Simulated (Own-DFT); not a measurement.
Si$_{3}$N$_{4}$ (beta silicon nitride, strained, atoms displaced) (calculated)

A calculation, not a measurement: plane-wave PBE density functional theory by an unreviewed code, no spin, of a simulated periodic cell, stress positive in tension, free energy of the whole cell less one offset for each atom, forces on such cells moved up to 12 meV/angstrom on a denser k mesh; offsets are fitted by least squares, one for each functional and potential file, so energies compare only between cells with the same atoms and settings and are not formation energies; the far tail of each file's local potential was reset to the Coulomb form; each entry is a single point on an unrelaxed cell, so the pressure reflects the starting lattice, mostly measured values (interpolated for alloys), from which strain is counted, and rises with the displacements; printed positions are rounded, which can move forces by about a meV/angstrom; the program, named Own-DFT, is a retired in-house code; no spin-orbit coupling; before rounding, a Quantum ESPRESSO 7.3.1 run of the same cell and cutoff gave forces within 1 meV/angstrom rms on each cell, which checks the program and not the settings. Program: Own-DFT development build.

Common to all runs: functional PBE; potential files PseudoDojo norm-conserving, scalar-relativistic, standard set; wave cutoff 42 hartree; occupations Fermi-Dirac; smearing width 0.1 eV; k mesh 2 x 2 x 4 centred on Gamma.

```yaml
- entry: 1
  formula: Si3N4
  kind: "beta silicon nitride, strained, atoms displaced"
  structure:
    cell_angstrom:
      - [14.9682, 0.0856, 0.2257]
      - [-7.41, 13.2977, -0.31]
      - [0.0863, -0.0871, 5.9328]
    atoms_fractional:
      - [Si, 0.08172, 0.38247, 0.11926]
      - [Si, 0.11784, 0.20561, 0.1262]
      - [Si, 0.29519, 0.41579, 0.12473]
      - [Si, 0.41016, 0.11428, 0.37917]
      - [Si, 0.38589, 0.30253, 0.37909]
      - [Si, 0.20521, 0.0944, 0.36766]
      - ["N", 0.1701, 0.02464, 0.12078]
      - ["N", 0.48937, 0.15373, 0.12512]
      - ["N", 0.35069, 0.33613, 0.14011]
      - ["N", 0.33312, 0.48448, 0.38053]
      - ["N", 0.00951, 0.34659, 0.36875]
      - ["N", 0.14799, 0.15944, 0.38864]
      - ["N", 0.16845, 0.33403, 0.1129]
      - ["N", 0.32823, 0.16074, 0.38298]
      - [Si, 0.08135, 0.38837, 0.62398]
      - [Si, 0.11748, 0.20278, 0.62172]
      - [Si, 0.29888, 0.41766, 0.62512]
      - [Si, 0.4162, 0.11461, 0.87286]
      - [Si, 0.38673, 0.29843, 0.87173]
      - [Si, 0.20473, 0.08696, 0.88645]
      - ["N", 0.16862, 0.01941, 0.63035]
      - ["N", 0.48537, 0.15523, 0.63157]
      - ["N", 0.35143, 0.33052, 0.62014]
      - ["N", 0.33506, 0.48924, 0.85933]
      - ["N", 0.01662, 0.34821, 0.87938]
      - ["N", 0.15462, 0.15934, 0.85916]
      - ["N", 0.17231, 0.33767, 0.63304]
      - ["N", 0.32612, 0.16224, 0.89195]
      - [Si, 0.08472, 0.8842, 0.12479]
      - [Si, 0.116, 0.70712, 0.13042]
      - [Si, 0.29586, 0.9084, 0.12118]
      - [Si, 0.40838, 0.61295, 0.38401]
      - [Si, 0.38514, 0.79823, 0.36937]
      - [Si, 0.20108, 0.59046, 0.37073]
      - ["N", 0.16509, 0.51703, 0.11924]
      - ["N", 0.48535, 0.65258, 0.14232]
      - ["N", 0.35096, 0.83159, 0.11965]
      - ["N", 0.33137, 0.98081, 0.37285]
      - ["N", 0.00739, 0.83914, 0.36689]
      - ["N", 0.15139, 0.66228, 0.37549]
      - ["N", 0.16197, 0.83061, 0.12458]
      - ["N", 0.33838, 0.67413, 0.36629]
      - [Si, 0.08962, 0.88564, 0.62305]
      - [Si, 0.11526, 0.7049, 0.63609]
      - [Si, 0.29612, 0.9067, 0.62636]
      - [Si, 0.41623, 0.6182, 0.86453]
      - [Si, 0.38807, 0.80411, 0.87572]
      - [Si, 0.20539, 0.5842, 0.87341]
      - ["N", 0.15784, 0.50942, 0.62377]
      - ["N", 0.48842, 0.65737, 0.62777]
      - ["N", 0.34738, 0.83432, 0.61046]
      - ["N", 0.33692, 0.98499, 0.86932]
      - ["N", 0.01773, 0.85181, 0.88206]
      - ["N", 0.1545, 0.66767, 0.87664]
      - ["N", 0.15839, 0.83355, 0.62934]
      - ["N", 0.33414, 0.66331, 0.87239]
      - [Si, 0.5766, 0.3826, 0.12113]
      - [Si, 0.60955, 0.19659, 0.13216]
      - [Si, 0.79475, 0.41669, 0.13178]
      - [Si, 0.91667, 0.12054, 0.3859]
      - [Si, 0.88529, 0.30063, 0.38305]
      - [Si, 0.70306, 0.08823, 0.35952]
      - ["N", 0.66862, 0.01681, 0.12564]
      - ["N", 0.98575, 0.151, 0.10894]
      - ["N", 0.84898, 0.33154, 0.11646]
      - ["N", 0.83291, 0.48084, 0.39146]
      - ["N", 0.51248, 0.34403, 0.37399]
      - ["N", 0.65059, 0.16363, 0.38884]
      - ["N", 0.67096, 0.33256, 0.12324]
      - ["N", 0.83854, 0.16761, 0.37768]
      - [Si, 0.59136, 0.38592, 0.62951]
      - [Si, 0.61529, 0.20251, 0.6172]
      - [Si, 0.79807, 0.4121, 0.62039]
      - [Si, 0.92021, 0.11734, 0.87117]
      - [Si, 0.88019, 0.29935, 0.86855]
      - [Si, 0.7036, 0.08464, 0.86442]
      - ["N", 0.66043, 0.01452, 0.63569]
      - ["N", 0.97889, 0.14724, 0.60712]
      - ["N", 0.85748, 0.33712, 0.62867]
      - ["N", 0.83575, 0.48675, 0.87981]
      - ["N", 0.51871, 0.35189, 0.87703]
      - ["N", 0.64935, 0.15934, 0.86238]
      - ["N", 0.6678, 0.3318, 0.6187]
      - ["N", 0.83636, 0.17014, 0.87842]
      - [Si, 0.58852, 0.88698, 0.12583]
      - [Si, 0.61959, 0.70531, 0.11587]
      - [Si, 0.79374, 0.90982, 0.14435]
      - [Si, 0.916, 0.61379, 0.38397]
      - [Si, 0.88768, 0.7969, 0.37212]
      - [Si, 0.70656, 0.59295, 0.36479]
      - ["N", 0.66575, 0.51967, 0.11545]
      - ["N", 0.9861, 0.65192, 0.12974]
      - ["N", 0.85796, 0.83746, 0.12592]
      - ["N", 0.83106, 0.98564, 0.3906]
      - ["N", 0.5081, 0.84359, 0.38401]
      - ["N", 0.64702, 0.66563, 0.37708]
      - ["N", 0.66409, 0.83661, 0.10873]
      - ["N", 0.8291, 0.66678, 0.36738]
      - [Si, 0.58818, 0.88603, 0.63667]
      - [Si, 0.6098, 0.69599, 0.63621]
      - [Si, 0.79667, 0.9115, 0.62857]
      - [Si, 0.91215, 0.61625, 0.87799]
      - [Si, 0.88725, 0.79751, 0.87119]
      - [Si, 0.69546, 0.5813, 0.88411]
      - ["N", 0.66972, 0.51705, 0.62007]
      - ["N", 0.99203, 0.64993, 0.6286]
      - ["N", 0.84721, 0.83308, 0.62651]
      - ["N", 0.83552, 0.98879, 0.87744]
      - ["N", 0.51185, 0.84533, 0.88522]
      - ["N", 0.65132, 0.66805, 0.89614]
      - ["N", 0.66821, 0.82984, 0.62607]
      - ["N", 0.83744, 0.67109, 0.87403]
  results:
    "free_energy_of_cell_above_offsets [eV]": "-5.704"
    "pressure [GPa]": 4.81
    "stress_xx [GPa]": -15.41
    "stress_yy [GPa]": -0.8
    "stress_zz [GPa]": 1.78
    "stress_yz [GPa]": -5.28
    "stress_xz [GPa]": 4.4
    "stress_xy [GPa]": 1.04
    force_element: [Si, Si, Si, Si, Si, Si, "N", "N", "N", "N", "N", "N", "N", "N", Si, Si, Si, Si, Si, Si, "N", "N", "N", "N", "N", "N", "N", "N", Si, Si, Si, Si, Si, Si, "N", "N", "N", "N", "N", "N", "N", "N", Si, Si, Si, Si, Si, Si, "N", "N", "N", "N", "N", "N", "N", "N", Si, Si, Si, Si, Si, Si, "N", "N", "N", "N", "N", "N", "N", "N", Si, Si, Si, Si, Si, Si, "N", "N", "N", "N", "N", "N", "N", "N", Si, Si, Si, Si, Si, Si, "N", "N", "N", "N", "N", "N", "N", "N", Si, Si, Si, Si, Si, Si, "N", "N", "N", "N", "N", "N", "N", "N"]
    "force_x [eV/angstrom]": [1.365, 1.032, 0.916, 0.254, 0.761, 1.681, -0.532, -4.338, -0.137, 0.094, 3.074, -3.741, -0.947, 2.125, 2.089, -0.721, 0.472, -2.196, -1.426, -0.243, -0.235, -0.268, -2.058, 0.913, -1.88, -5.445, -2.229, 5.403, -0.385, 1.795, -0.795, 1.091, -0.948, 3.892, 0.045, 0.315, -1.721, 0.702, 5.313, -4.713, 1.587, -1.605, -4.801, 3.561, -3.617, 0.253, -0.685, -0.914, 0.352, -2.345, 1.955, 0.437, -0.176, -0.696, 6.619, -1.401, 4.802, 5.397, 2.036, -1.569, -0.879, 2.637, -0.875, 1.762, -1.741, 0.415, 1.278, -0.741, -3.501, -4.018, -0.462, 0.207, -0.108, -3.381, 3.059, 1.927, 0.221, 5.378, -2.761, -0.016, -1.695, -2.639, 0.406, -0.166, -2.351, -4.404, 1.104, -1.145, -4.745, -1.969, -0.333, -0.755, -2.052, 0.427, 4.118, 0.385, 2.711, 3.887, 0.223, 3.282, -0.455, 1.082, -0.986, 2.197, -0.98, -4.299, 2.152, 0.352, 1.866, 2.05, -1.668, -1.568]
    "force_y [eV/angstrom]": [1.241, -1.484, 0.374, -0.824, -3.672, -4.991, -4.758, -2.566, 0.648, 0.602, 1.941, 3.164, -0.029, 4.293, -2.969, 1.049, -2.216, -0.113, -2.294, -2.349, -2.152, -0.504, 2.165, -0.298, -0.239, 3.922, -2.043, 4.015, 1.907, -2.517, 1.512, 2.012, -0.606, -2.393, -1.417, -0.789, 1.002, 0.26, 3.362, 3.752, 2.151, -3.883, 3.259, 0.562, 3.069, 0.02, -3.936, 0.569, 4.103, -2.223, -1.465, -1.351, 0.1, 0.478, -1.869, 2.244, 1.249, 3.189, -1.224, -3.419, -3.166, -0.072, -0.97, 0.61, 1.898, 2.51, 1.462, 0.231, -0.826, 0.949, 0.419, 0.197, -0.319, -1.158, -2.544, 1.856, -1.368, 2.613, 1.596, -0.553, -0.553, 1.802, 0.062, -0.805, -0.18, 1.563, 2.096, 0.581, -1.266, -1.763, -3.588, -1.199, 0.305, 0.037, 3.282, -0.191, -1.689, 0.258, -1.297, 3.464, 1.409, 0.122, 0.746, 3.327, -0.405, -2.308, -0.803, -1.466, 1.852, -2.201, -0.139, -2.039]
    "force_z [eV/angstrom]": [0.828, -1.06, -0.742, -0.052, -1.733, 2.175, 2.108, 0.573, -2.359, -0.353, 0.601, -3.514, 0.77, -0.251, -0.052, 2.355, -0.762, 1.346, 0.784, -3.122, -1.886, -1.646, 3.414, 3.086, -1.978, 1.371, -0.808, -0.407, 0.343, -0.14, 0.045, -1.238, -0.689, 0.402, 0.67, -2.403, 1.519, 0.396, 1.285, 0.109, 0.116, 0.743, -0.059, -0.389, -1.001, 3.636, -2.609, -0.33, -0.994, -0.504, 2.759, 1.098, -1.823, -0.008, -0.077, -0.543, 2.246, -1.454, -1.144, -5.908, -3.883, 3.342, -1.701, 3.396, 3.247, -1.997, 0.731, -3.833, 0.08, -0.238, -1.843, 3.783, 2.929, -0.798, 1.662, 2.389, -3.793, 5.412, -0.195, -0.14, -1.89, 1.358, 0.248, -0.536, 1.431, 6.883, -2.084, -0.363, 0.229, 1.354, 2.708, 0.194, 0.721, -0.974, -0.415, -0.427, 0.797, 0.507, -1.483, -0.91, 1.096, 0.331, -0.297, -3.418, 0.006, 0.069, 0.088, 0.848, -0.808, -6.521, 0.152, -0.179]
- entry: 2
  formula: Si3N4
  kind: "beta silicon nitride, strained, atoms displaced"
  structure:
    cell_angstrom:
      - [15.51, 0.1993, 0.2545]
      - [-7.5824, 13.2158, 0.0806]
      - [0.0973, 0.0918, 5.7351]
    atoms_fractional:
      - [Si, 0.08773, 0.38823, 0.11311]
      - [Si, 0.11914, 0.20654, 0.11985]
      - [Si, 0.30653, 0.42044, 0.10997]
      - [Si, 0.4116, 0.12302, 0.38197]
      - [Si, 0.3822, 0.29825, 0.37591]
      - [Si, 0.20037, 0.08965, 0.3652]
      - ["N", 0.15853, 0.01413, 0.12752]
      - ["N", 0.48205, 0.14658, 0.12943]
      - ["N", 0.34767, 0.33352, 0.13399]
      - ["N", 0.33448, 0.48292, 0.37491]
      - ["N", 0.01496, 0.35244, 0.38433]
      - ["N", 0.15083, 0.16216, 0.38009]
      - ["N", 0.16368, 0.33465, 0.13549]
      - ["N", 0.3289, 0.16938, 0.37264]
      - [Si, 0.08797, 0.38553, 0.63463]
      - [Si, 0.11536, 0.20279, 0.63439]
      - [Si, 0.29476, 0.41116, 0.62178]
      - [Si, 0.41256, 0.11724, 0.86838]
      - [Si, 0.39393, 0.30185, 0.86928]
      - [Si, 0.19775, 0.08569, 0.87773]
      - ["N", 0.17366, 0.0205, 0.60922]
      - ["N", 0.47843, 0.14033, 0.61886]
      - ["N", 0.3478, 0.33244, 0.60926]
      - ["N", 0.33447, 0.48162, 0.87518]
      - ["N", 0.0188, 0.34761, 0.88898]
      - ["N", 0.1477, 0.17038, 0.882]
      - ["N", 0.16741, 0.33226, 0.62772]
      - ["N", 0.33453, 0.1651, 0.86231]
      - [Si, 0.09074, 0.88456, 0.13358]
      - [Si, 0.12355, 0.70705, 0.12498]
      - [Si, 0.29652, 0.91023, 0.12507]
      - [Si, 0.41019, 0.61565, 0.38177]
      - [Si, 0.38065, 0.79649, 0.39344]
      - [Si, 0.20302, 0.58767, 0.37896]
      - ["N", 0.16916, 0.51875, 0.13434]
      - ["N", 0.48563, 0.6527, 0.12505]
      - ["N", 0.34794, 0.83278, 0.12046]
      - ["N", 0.33809, 0.98526, 0.3739]
      - ["N", 0.01286, 0.84949, 0.37205]
      - ["N", 0.15358, 0.67213, 0.37465]
      - ["N", 0.17017, 0.8389, 0.13508]
      - ["N", 0.33352, 0.66297, 0.37854]
      - [Si, 0.08158, 0.88604, 0.62374]
      - [Si, 0.1103, 0.69901, 0.61863]
      - [Si, 0.30418, 0.91753, 0.6375]
      - [Si, 0.41127, 0.61427, 0.88358]
      - [Si, 0.37779, 0.79487, 0.88323]
      - [Si, 0.19865, 0.58347, 0.86618]
      - ["N", 0.1666, 0.5155, 0.61581]
      - ["N", 0.48224, 0.64926, 0.63159]
      - ["N", 0.3462, 0.82854, 0.63649]
      - ["N", 0.33071, 0.97882, 0.8786]
      - ["N", 0.01412, 0.85278, 0.89152]
      - ["N", 0.14653, 0.6604, 0.86326]
      - ["N", 0.16974, 0.84234, 0.6198]
      - ["N", 0.32985, 0.66519, 0.87868]
      - [Si, 0.57923, 0.38058, 0.13433]
      - [Si, 0.61305, 0.20188, 0.13048]
      - [Si, 0.79889, 0.41841, 0.12428]
      - [Si, 0.91463, 0.12049, 0.39182]
      - [Si, 0.88618, 0.29172, 0.37683]
      - [Si, 0.70665, 0.09112, 0.36809]
      - ["N", 0.66527, 0.00728, 0.13595]
      - ["N", 0.98274, 0.14387, 0.12031]
      - ["N", 0.8445, 0.32683, 0.11901]
      - ["N", 0.83379, 0.48685, 0.37463]
      - ["N", 0.51727, 0.34378, 0.36127]
      - ["N", 0.65025, 0.16602, 0.37977]
      - ["N", 0.66459, 0.33, 0.12189]
      - ["N", 0.83759, 0.16896, 0.38777]
      - [Si, 0.58453, 0.38147, 0.62973]
      - [Si, 0.6138, 0.20576, 0.63338]
      - [Si, 0.80031, 0.41689, 0.62324]
      - [Si, 0.91181, 0.12255, 0.86732]
      - [Si, 0.88669, 0.30257, 0.86896]
      - [Si, 0.70404, 0.08417, 0.87884]
      - ["N", 0.65967, 0.01209, 0.61738]
      - ["N", 0.97876, 0.14804, 0.64324]
      - ["N", 0.84718, 0.33828, 0.62543]
      - ["N", 0.84029, 0.48492, 0.87949]
      - ["N", 0.51392, 0.35085, 0.87605]
      - ["N", 0.64438, 0.17099, 0.88468]
      - ["N", 0.66315, 0.32711, 0.62739]
      - ["N", 0.83095, 0.16472, 0.88761]
      - [Si, 0.59062, 0.88495, 0.13101]
      - [Si, 0.61511, 0.70344, 0.12281]
      - [Si, 0.7992, 0.91736, 0.12997]
      - [Si, 0.90667, 0.60939, 0.37548]
      - [Si, 0.88857, 0.80234, 0.3714]
      - [Si, 0.69537, 0.58326, 0.37701]
      - ["N", 0.66073, 0.51177, 0.14338]
      - ["N", 0.98311, 0.65028, 0.11825]
      - ["N", 0.84936, 0.83126, 0.14107]
      - ["N", 0.83095, 0.9853, 0.37856]
      - ["N", 0.51633, 0.85409, 0.37357]
      - ["N", 0.65263, 0.67158, 0.37936]
      - ["N", 0.66573, 0.83284, 0.11613]
      - ["N", 0.83738, 0.6684, 0.3759]
      - [Si, 0.58066, 0.87586, 0.62986]
      - [Si, 0.61821, 0.70308, 0.62907]
      - [Si, 0.79166, 0.91043, 0.61133]
      - [Si, 0.91038, 0.61377, 0.87201]
      - [Si, 0.88423, 0.79896, 0.86929]
      - [Si, 0.69512, 0.58537, 0.86715]
      - ["N", 0.66952, 0.51653, 0.62771]
      - ["N", 0.98123, 0.64978, 0.63856]
      - ["N", 0.85055, 0.83169, 0.619]
      - ["N", 0.83379, 0.98606, 0.88185]
      - ["N", 0.51699, 0.84702, 0.87494]
      - ["N", 0.65491, 0.66848, 0.87134]
      - ["N", 0.66867, 0.83113, 0.62064]
      - ["N", 0.83635, 0.66986, 0.87727]
  results:
    "free_energy_of_cell_above_offsets [eV]": "-5.699"
    "pressure [GPa]": 5.53
    "stress_xx [GPa]": 2.48
    "stress_yy [GPa]": -1.15
    "stress_zz [GPa]": -17.94
    "stress_yz [GPa]": 5.54
    "stress_xz [GPa]": 6.28
    "stress_xy [GPa]": 5.58
    force_element: [Si, Si, Si, Si, Si, Si, "N", "N", "N", "N", "N", "N", "N", "N", Si, Si, Si, Si, Si, Si, "N", "N", "N", "N", "N", "N", "N", "N", Si, Si, Si, Si, Si, Si, "N", "N", "N", "N", "N", "N", "N", "N", Si, Si, Si, Si, Si, Si, "N", "N", "N", "N", "N", "N", "N", "N", Si, Si, Si, Si, Si, Si, "N", "N", "N", "N", "N", "N", "N", "N", Si, Si, Si, Si, Si, Si, "N", "N", "N", "N", "N", "N", "N", "N", Si, Si, Si, Si, Si, Si, "N", "N", "N", "N", "N", "N", "N", "N", Si, Si, Si, Si, Si, Si, "N", "N", "N", "N", "N", "N", "N", "N"]
    "force_x [eV/angstrom]": [2.128, -3.363, -2.211, -0.723, 2.253, 2.839, 0.511, 0.098, 0.589, 0.099, 0.158, -4.019, 1.683, 1.107, 0.896, -1.082, 0.043, 0.123, -4.658, 1.518, -1.486, 2.302, -0.481, -0.045, -3.19, 3.677, -0.887, -1.907, -1.527, -3.595, -0.433, 1.886, 2.723, 0.581, -0.73, 0.172, -0.544, 0.138, 0.922, 2.106, 0.772, -2.474, 2.445, -1.791, -2.813, -0.924, 4.276, 1.375, -0.275, 1.563, -1.767, 0.604, 0.133, 0.043, 0.09, 0.292, 6.497, -1.278, -0.624, 1.38, -1.918, -0.541, 0.124, 0.378, -0.389, -0.142, -5.304, 0.305, -0.764, -1.54, 2.587, 0.365, -2.015, -0.908, -0.064, -1.799, 0.75, 5.057, 2.705, -0.83, 0.989, 4.162, -1.021, -1.489, -1.031, -0.321, 0.039, 0.92, 1.375, 2.595, -0.718, 1.927, -2.921, 0.305, -2.033, 0.867, 1.4, -2.381, 2.029, -2.44, 1.656, -1.205, 0.904, 4.43, -1.044, 2.335, -2.297, -0.126, -2.849, -1.375, -1.997, -1.935]
    "force_y [eV/angstrom]": [0.196, 0.418, -5.075, -2.885, -1.786, -0.574, 0.703, 0.944, 0.744, 1.617, 0.097, 2.601, 1.129, -0.114, -0.683, -0.138, -0.96, -2.248, -3.218, 0.956, -1.852, 2.349, 1.673, 3.31, -0.622, -2.429, 0.629, 1.332, -0.325, -0.118, 1.184, -0.449, -0.68, 2.292, -1.431, -0.901, 0.092, 0.599, 0.772, -1.959, -2.156, 1.483, 0.511, 3.384, -2.178, 1.146, -1.223, 2.024, -1.884, 0.338, 1.549, 3.975, 0.41, 0.419, -2.541, -1.132, 2.389, 0.425, -4.63, -2.224, 3.551, -1.416, 4.597, 1.262, 1.796, -2.078, -2.204, -0.142, 2.912, -1.957, 0.572, -3.664, -1.825, -4.294, -1.7, -0.327, 0.779, 2.654, -1.365, 0.356, 0.942, -3.258, 5.235, 2.208, -2.17, 1.032, -2.281, 4.88, -3.45, 4.197, -0.442, 0.118, 2.06, 2.287, -1.731, -2.072, 0.016, -1.169, 2.508, 0.587, -0.089, 1.492, -0.591, 1.245, -3.219, 0.185, 1.967, 0.432, -1.024, -0.226, -0.205, -2.246]
    "force_z [eV/angstrom]": [5.069, 4.122, 6.487, -1.755, -2.006, 0.084, -0.318, -1.445, -3.013, -1.051, -0.064, -0.503, -0.704, -0.409, -2.587, -2.018, 0.155, 2.906, 0.344, -2.309, 3.298, 0.28, 4.759, -4.685, -2.63, -2.261, 0.144, 0.699, -1.51, -1.815, 2.593, 0.198, -3.564, -2.094, -1.804, 0.073, 3.724, 0.069, 1.714, -0.411, -0.579, 0.193, 0.556, 1.64, -3.404, -0.179, -0.702, 1.278, 2.562, -0.934, 0.214, 0.612, -1.376, 0.896, 0.556, -0.033, -5.812, 1.761, 1.259, -2.769, -0.619, 1.347, -1.047, 1.225, 2.269, -0.451, 8.381, -0.231, 0.318, -0.108, -2.407, -1.102, 1.514, 7.085, 0.566, -1.247, 1.614, -5.885, -0.589, -2.261, 0.737, -2.047, -0.181, -0.639, -1.721, 0.676, -0.29, -0.166, 0.947, -0.572, -3.25, 1.039, -3.721, -0.855, 1.576, -1.557, 0.471, 0.053, -2.468, -0.404, 4.118, 3.304, 2.205, 2.949, 0.368, -4.775, 1.269, -2.679, 3.117, 0.793, 0.053, -0.227]
```
